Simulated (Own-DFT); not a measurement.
# Device materials side by side: how hard are they to compress?

Calculated, not measured: single-point runs of Own-DFT, a retired in-house plane-wave DFT program that no person has reviewed, on unrelaxed cells, without spin or spin-orbit coupling.

Caveats (not all hold for every row): forces on such cells moved up to 12 meV/angstrom on a denser k mesh; k mesh not checked against a denser one; forces on such cells passed a denser k mesh, each cell not checked; stress not checked against mesh or cutoff.

All runs are PBE with PseudoDojo norm-conserving files; cutoff and k mesh are each material's own. Every cell starts from measured lattice constants and was given uniform random strains and small random moves of its atoms. Each triple is the change of volume in per cent, the rms move u in Å and the pressure in GPa.

- 3C SiC (C32Si32), 10.36 Å³/atom unstrained: (-3.45, 0.050, 14.03); (-3.26, 0.049, 13.81); (-2.04, 0.045, 10.10); (-0.54, 0.049, 6.25); (-0.50, 0.054, 7.03); (-0.03, 0.049, 5.37); (1.30, 0.049, 2.78)
- wurtzite AlN (Al36N36), 10.45 Å³/atom unstrained: (-3.33, 0.054, 13.74); (-2.59, 0.054, 11.59); (-0.96, 0.048, 8.15); (-0.70, 0.045, 7.14); (0.03, 0.046, 5.61); (2.41, 0.052, 0.61); (2.75, 0.055, 0.57)
- wurtzite GaN (Ga48N48), 11.42 Å³/atom unstrained: (-2.01, 0.051, 11.19); (-0.85, 0.050, 9.00); (0.12, 0.049, 7.00); (1.69, 0.052, 4.37); (1.81, 0.048, 3.82); (2.26, 0.049, 3.19); (3.66, 0.050, 0.99)
- diamond silicon (Si64), 20.02 Å³/atom unstrained: withheld
- zincblende GaP (Ga32P32), 20.24 Å³/atom unstrained: (-2.41, 0.051, 5.52); (-1.67, 0.050, 5.17); (0.13, 0.047, 3.09); (0.67, 0.053, 3.07); (0.75, 0.053, 2.72); (0.81, 0.053, 2.87); (2.85, 0.050, 0.88)
- grey tin (Sn64), 34.15 Å³/atom unstrained: (-2.37, 0.053, 5.10); (-1.63, 0.046, 4.49); (-1.50, 0.049, 4.44); (-0.60, 0.046, 3.97); (1.34, 0.053, 3.09); (1.82, 0.052, 2.77); (2.04, 0.051, 2.69)

## Working it out

Fit a line to each set against the fractional change of volume; B is minus its slope, and u is nearly the same within a set. To take it to zero pressure, assume that B rises by 4 GPa for each GPa: B0 = B - 4 x (mean pressure). The bond length of an ideal tetrahedral crystal with the unstrained volume v is d = (√3/4)(8 v)^(1/3). Cohen's empirical rule reads B0 = (1971 - 220 L) d^(-3.5) GPa, with L = 0 for group IV crystals and SiC and 1 for III-V compounds.

```
material,L,d (Å),B (GPa),mean P (GPa),B0 (GPa),rule (GPa)
3C SiC (C32Si32),0,1.888,244 ± 10,8.5,210 ± 10,213
wurtzite AlN (Al36N36),1,1.893,218 ± 7,6.8,191 ± 7,188
wurtzite GaN (Ga48N48),1,1.950,182 ± 4,5.7,159 ± 4,169
diamond silicon (Si64),0,2.352,?,?,?,99
zincblende GaP (Ga32P32),1,2.360,90 ± 5,3.3,76 ± 5,87
grey tin (Sn64),0,2.810,52 ± 2,3.8,36 ± 2,53
```

A line through ln[B0/(1971 - 220 L)] against ln d has a slope of -4.4 ± 0.1 and a scatter of 5 %. Against the rule, B0 stands at 98 % for 3C SiC, 102 % for wurtzite AlN, 94 % for wurtzite GaN, 88 % for zincblende GaP, 69 % for grey tin. PBE tends to make silicon and heavier crystals too soft, and the rule itself is only a guide.

## Check

Asked: what B0 does the fitted trend give for diamond silicon (Si64)?

The straight line predicts 82 GPa. Its own runs give B = 94 ± 2 GPa at a mean pressure of 2.3 GPa, so B0 = 84 GPa.
